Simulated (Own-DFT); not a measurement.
Simulation results for GaP (zincblende, atoms displaced), Si₃N₄ (beta silicon nitride, strained, atoms displaced)

All values are calculated (Own-DFT development build). A calculation, not a measurement: plane-wave PBE density functional theory by an unreviewed code, no spin, of a simulated periodic cell, stress positive in tension, free energy of the whole cell less one offset for each atom, forces on such cells passed a denser k mesh, this cell's mesh not checked; offsets are fitted by least squares, one for each functional and potential file, so energies compare only between cells with the same atoms and settings and are not formation energies; the far tail of each file's local potential was reset to the Coulomb form; each entry is a single point on an unrelaxed cell, so the pressure reflects the starting lattice, mostly measured values (interpolated for alloys), from which strain is counted, and rises with the displacements; printed positions are rounded, which can move forces by about a meV/angstrom; the program, named Own-DFT, is a retired in-house code; no spin-orbit coupling.

Settings shared by all entries: functional PBE; potential files PseudoDojo norm-conserving, scalar-relativistic, standard set; wave cutoff 42 hartree; occupations Fermi-Dirac; smearing width 0.1 eV; k mesh 3 x 3 x 3 centred on Gamma.

(1) GaP (zincblende, atoms displaced)

```
CELL_PARAMETERS angstrom
10.90100 0.00000 0.00000
0.00000 10.90100 0.00000
0.00000 0.00000 10.90100
ATOMIC_POSITIONS crystal
Ga 0.00003 0.99772 0.98446
Ga 0.00752 0.24130 0.24929
Ga 0.26387 0.00317 0.24031
Ga 0.25786 0.24445 0.99713
P 0.12738 0.11791 0.12688
P 0.12737 0.37364 0.37939
P 0.36627 0.12476 0.37930
P 0.38545 0.37027 0.11211
Ga 0.99497 0.99384 0.48596
Ga 0.02005 0.25219 0.74989
Ga 0.25091 0.98293 0.74134
Ga 0.23681 0.24607 0.49991
P 0.13061 0.13012 0.63080
P 0.12878 0.36805 0.88330
P 0.38939 0.12420 0.86875
P 0.37082 0.37594 0.61379
Ga 0.00578 0.50830 0.01054
Ga 0.99573 0.74823 0.23648
Ga 0.24798 0.50166 0.24006
Ga 0.25351 0.75833 0.99161
P 0.13259 0.61486 0.11028
P 0.12725 0.86943 0.38301
P 0.37710 0.63316 0.39231
P 0.37248 0.88417 0.13486
Ga 0.00193 0.50882 0.49012
Ga 0.99628 0.74851 0.74155
Ga 0.25462 0.49076 0.76293
Ga 0.25634 0.76537 0.51227
P 0.11890 0.61031 0.61626
P 0.11148 0.86925 0.86933
P 0.38387 0.62361 0.89461
P 0.38424 0.88258 0.60661
Ga 0.49664 0.99822 0.00795
Ga 0.50244 0.24878 0.25877
Ga 0.75940 0.99999 0.25292
Ga 0.74875 0.24230 0.98377
P 0.62481 0.12236 0.12371
P 0.61943 0.38637 0.37209
P 0.90122 0.13340 0.38529
P 0.88767 0.38514 0.13413
Ga 0.49517 0.00472 0.49997
Ga 0.49769 0.24966 0.74764
Ga 0.74535 0.00848 0.74145
Ga 0.75513 0.24545 0.50677
P 0.63051 0.11886 0.62075
P 0.63260 0.36725 0.86526
P 0.89282 0.11348 0.87979
P 0.87188 0.37211 0.63520
Ga 0.50782 0.51066 0.97813
Ga 0.50377 0.75609 0.24405
Ga 0.74970 0.51253 0.25561
Ga 0.75465 0.74863 0.99280
P 0.60843 0.62384 0.11619
P 0.62638 0.87075 0.37586
P 0.87268 0.62170 0.37844
P 0.87222 0.86098 0.12648
Ga 0.50895 0.50110 0.49120
Ga 0.51393 0.74076 0.75287
Ga 0.75420 0.49972 0.73760
Ga 0.75678 0.76226 0.50743
P 0.62315 0.62366 0.62582
P 0.63768 0.87766 0.86587
P 0.87244 0.62307 0.87257
P 0.86521 0.87341 0.62791
```

| Property | Result |
| --- | --- |
| free energy of cell above offsets | -27.125 eV |
| pressure | 4.65 GPa |
| stress xx | -4.68 GPa |
| stress yy | -4.97 GPa |
| stress zz | -4.3 GPa |
| stress yz | -0.19 GPa |
| stress xz | -1.33 GPa |
| stress xy | 1.25 GPa |

Force:
```csv
element,x (eV/Å),y (eV/Å),z (eV/Å)
Ga,1.3,-1.788,3.735
Ga,0.516,1.627,-0.467
Ga,-2.533,0.974,2.383
Ga,0.077,-0.461,0.249
P,0.091,-0.109,-1.191
P,-0.343,0.501,-1.38
P,0.792,0.552,-0.301
P,-0.048,0.646,0.86
Ga,1.213,-1.048,2.461
Ga,-1.686,0.162,0.48
Ga,0.327,1.262,0.549
Ga,1.13,0.508,0.104
P,-0.432,-2.226,-0.624
P,-0.175,0.91,0.409
P,-1.672,-1.377,0.548
P,0.689,-0.091,0.81
Ga,-1.73,-1.75,-2.315
Ga,1.62,-1.265,1.606
Ga,1.445,-0.78,1.209
Ga,-0.415,0.062,0.991
P,1.027,3.144,1.638
P,0.042,0.145,-1.895
P,-0.349,-0.027,-2.16
P,1.117,-2.385,-2.297
Ga,-0.814,-2.191,0.091
Ga,-0.19,-1.226,-0.312
Ga,-0.002,0.467,-0.847
Ga,-1.543,-2.363,-0.923
P,1.874,2.117,2.17
P,1.971,-0.297,-0.509
P,-2.727,2.466,-3.91
P,0.054,-1.239,3.77
Ga,0.816,-0.027,-1.124
Ga,-0.469,0.082,-0.832
Ga,-0.137,0.291,0.25
Ga,1.059,0.048,1.643
P,0.8,0.294,0.642
P,1.922,-1.957,-0.321
P,-3.302,0.256,-1.152
P,-1.438,-1.111,-0.337
Ga,1.629,0.795,-1.66
Ga,0.383,0.597,-1.264
Ga,1.57,-0.623,1.33
Ga,-0.027,0.856,-0.781
P,-1.479,1.318,-0.518
P,-0.508,1.238,-0.354
P,-2.888,2.891,-2.926
P,1.807,-0.493,-1.405
Ga,2.013,-4.095,2.199
Ga,-0.672,-0.761,0.99
Ga,-0.618,-0.816,-1.326
Ga,-0.983,-0.362,0.324
P,2.218,0.632,0.684
P,0.216,1.03,-0.057
P,0.015,1.899,-0.195
P,-0.124,2.065,-1.082
Ga,-1.501,0.661,1.52
Ga,-1.191,1.033,0.345
Ga,-0.668,0.422,1.318
Ga,-1.457,-2.05,-1.355
P,0.964,-0.258,-1
P,-1.259,0.009,1.151
P,0.742,-0.46,-0.057
P,1.939,1.68,0.416
```

(2) Si₃N₄ (beta silicon nitride, strained, atoms displaced)

```
CELL_PARAMETERS angstrom
7.66430 0.07840 -0.06170
-3.76420 6.55640 0.06520
-0.07080 0.04550 8.89890
ATOMIC_POSITIONS crystal
Si 0.17614 0.76587 0.09077
Si 0.23175 0.41010 0.08916
Si 0.58965 0.83854 0.08339
Si 0.82984 0.22920 0.25486
Si 0.77927 0.60459 0.24926
Si 0.41497 0.17683 0.25439
N 0.32524 0.02124 0.08223
N 0.96150 0.31067 0.08203
N 0.69340 0.67274 0.08075
N 0.66991 0.97805 0.25283
N 0.02377 0.70442 0.25178
N 0.31098 0.33710 0.25443
N 0.31769 0.66959 0.08304
N 0.66555 0.32546 0.25643
Si 0.16274 0.78505 0.41437
Si 0.23436 0.39566 0.42035
Si 0.59408 0.82900 0.41529
Si 0.82061 0.22510 0.58071
Si 0.76414 0.59362 0.58898
Si 0.41341 0.17928 0.58577
N 0.33539 0.04040 0.41987
N 0.97563 0.29732 0.41608
N 0.68975 0.66321 0.41427
N 0.66646 0.96507 0.58206
N 0.04335 0.70144 0.58214
N 0.30490 0.34504 0.58369
N 0.34859 0.67413 0.41982
N 0.65847 0.32390 0.58114
Si 0.17367 0.75474 0.75638
Si 0.22835 0.39527 0.75045
Si 0.60459 0.83001 0.74744
Si 0.83945 0.23319 0.91437
Si 0.76257 0.59370 0.91614
Si 0.41740 0.18860 0.91020
N 0.33779 0.03121 0.75735
N 0.97200 0.29824 0.75017
N 0.71067 0.65525 0.75559
N 0.67142 0.97065 0.92019
N 0.03763 0.70617 0.92334
N 0.31508 0.32611 0.91145
N 0.33741 0.67945 0.74897
N 0.66265 0.32766 0.91179
```

| Quantity | Value |
| --- | --- |
| free energy of cell above offsets | -2.737 eV |
| pressure | 1.29 GPa |
| stress xx | -4.79 GPa |
| stress yy | -1.88 GPa |
| stress zz | 2.8 GPa |
| stress yz | 1.52 GPa |
| stress xz | -2.36 GPa |
| stress xy | 2.05 GPa |

Force:
```csv
element,x (eV/Å),y (eV/Å),z (eV/Å)
Si,-4.6,2.045,-1.284
Si,0.371,-0.511,-0.863
Si,-0.152,-1.789,1
Si,-0.813,1.328,-1.092
Si,-3.471,-2.678,0.003
Si,-0.554,-0.976,-2.131
N,0.414,3.117,1.219
N,2.764,0.122,1.11
N,0.369,-0.15,0.513
N,0.357,-1.702,-0.728
N,1.956,1.086,-0.071
N,-0.83,-0.342,-0.892
N,6.46,-1.81,0.185
N,0.883,2.706,-0.335
Si,4.003,-1.194,1.186
Si,-1.455,3.658,-1.776
Si,0.016,-0.738,-0.207
Si,0.698,0.931,-0.002
Si,2.275,-0.546,-2.656
Si,-2.084,-2.019,1.349
N,-0.622,-0.476,0.182
N,-0.435,-0.48,0.818
N,1.8,0.243,0.883
N,0.952,0.855,0.146
N,-3.097,-1.052,0.893
N,2.286,-2.129,1.815
N,-3.783,-1.536,-0.739
N,2.222,2.536,0.13
Si,-2.47,3.409,0.106
Si,0.26,2.551,0.042
Si,-1.317,-1.384,1.499
Si,-3.163,-0.319,0.388
Si,3.512,-0.938,4.138
Si,2.487,-5.952,1.658
N,-0.501,-0.223,-2.126
N,-0.108,-0.407,-0.781
N,-4.446,3.289,-3.175
N,0.707,0.406,-2.061
N,-1.929,-1.422,-0.735
N,-6.439,3.897,1.534
N,4.555,-3.372,0.435
N,2.923,1.967,0.42
```

(3) Si₃N₄ (beta silicon nitride, strained, atoms displaced)

```
CELL_PARAMETERS angstrom
7.63400 0.15050 -0.04880
-3.68670 6.46460 0.09710
-0.05600 0.09630 8.81300
ATOMIC_POSITIONS crystal
Si 0.18660 0.77503 0.07513
Si 0.23872 0.41961 0.08276
Si 0.59684 0.83639 0.09365
Si 0.83136 0.22257 0.26122
Si 0.76926 0.58390 0.24761
Si 0.41581 0.16806 0.24284
N 0.34357 0.04487 0.07686
N 0.96860 0.30387 0.08642
N 0.69620 0.65599 0.08006
N 0.67417 0.95607 0.24976
N 0.03253 0.70082 0.24934
N 0.29979 0.34514 0.25345
N 0.33207 0.66550 0.07696
N 0.66621 0.34186 0.24851
Si 0.17087 0.77331 0.42421
Si 0.23911 0.41677 0.41995
Si 0.59015 0.82886 0.41387
Si 0.83023 0.23267 0.59211
Si 0.77282 0.59276 0.58573
Si 0.40440 0.17285 0.57904
N 0.33372 0.02964 0.41741
N 0.97176 0.31256 0.40865
N 0.70002 0.67587 0.41328
N 0.67103 0.97507 0.57053
N 0.02947 0.70511 0.58245
N 0.30980 0.34081 0.58515
N 0.32833 0.66019 0.41687
N 0.67258 0.34325 0.58334
Si 0.17710 0.75470 0.74974
Si 0.25085 0.40315 0.73996
Si 0.60320 0.82226 0.75201
Si 0.82945 0.23341 0.91624
Si 0.77757 0.60118 0.91503
Si 0.40680 0.17594 0.91691
N 0.33428 0.02610 0.74697
N 0.96806 0.31645 0.75255
N 0.69419 0.65893 0.75098
N 0.65591 0.96860 0.91055
N 0.03383 0.70301 0.91498
N 0.29142 0.32454 0.92319
N 0.33761 0.66680 0.74523
N 0.66470 0.33026 0.91356
```

| Property | Result |
| --- | --- |
| stress yy | withheld |
| stress zz | withheld |

Question: Si₃N₄ (beta silicon nitride, strained, atoms displaced) (entry 3): stress yy?
Answer: -12.97 GPa

Question: What stress zz does the calculation give for Si₃N₄ (beta silicon nitride, strained, atoms displaced) (entry 3)?
Answer: -4.32 GPa

Question: Give the table of force values for Si₃N₄ (beta silicon nitride, strained, atoms displaced) (entry 3).
Answer: 
Force:
```csv
element,x (eV/Å),y (eV/Å),z (eV/Å)
Si,-2.978,-0.145,2.008
Si,-0.816,-4.107,0.86
Si,0.847,-3.925,-5.518
Si,-1.748,1.207,-4.186
Si,-0.546,5.146,0.811
Si,-2.369,2.849,1.777
N,0.159,-3.699,2.26
N,0.429,-0.557,-0.211
N,-1.505,2.05,0.067
N,-0.814,3.982,1.084
N,0.505,0.976,-0.313
N,2.487,-2.051,-0.436
N,1.421,4.039,0.241
N,2.189,-6.4,0.474
Si,0.335,-1.479,-2.705
Si,-0.843,-3.222,-2.059
Si,0.028,-2.532,1.614
Si,-0.974,0.729,-2.595
Si,-1.377,2.059,-1.691
Si,2.392,0.417,1.08
N,0.165,0.849,-0.868
N,1.882,0.069,4.756
N,1.586,-1.14,0.692
N,0.344,-0.471,2.75
N,0.204,0.034,1.481
N,1.28,-1.783,-2.906
N,-0.592,5.105,0.35
N,-0.343,-3.498,-0.176
Si,-2.129,1.948,-0.278
Si,-4.265,1.347,5.478
Si,-2.874,1.095,-1.451
Si,-0.671,-0.124,1.101
Si,-0.016,-1.894,1.341
Si,1.205,1.299,-3.104
N,-0.596,0.399,0.479
N,2.98,-0.023,-0.635
N,0.767,0.437,-0.799
N,1.219,0.256,1.585
N,0.375,0.405,-0.227
N,0.184,0.235,-2.087
N,2.516,-0.875,-0.086
N,-0.046,0.992,0.042
```

Further results for Si₃N₄ (beta silicon nitride, strained, atoms displaced) (entry 3):

| Quantity | Value |
| --- | --- |
| free energy of cell above offsets | -2.752 eV |
| pressure | 6.39 GPa |
| stress xx | -1.9 GPa |
| stress yz | 0.89 GPa |
| stress xz | -1.63 GPa |
| stress xy | 7.27 GPa |
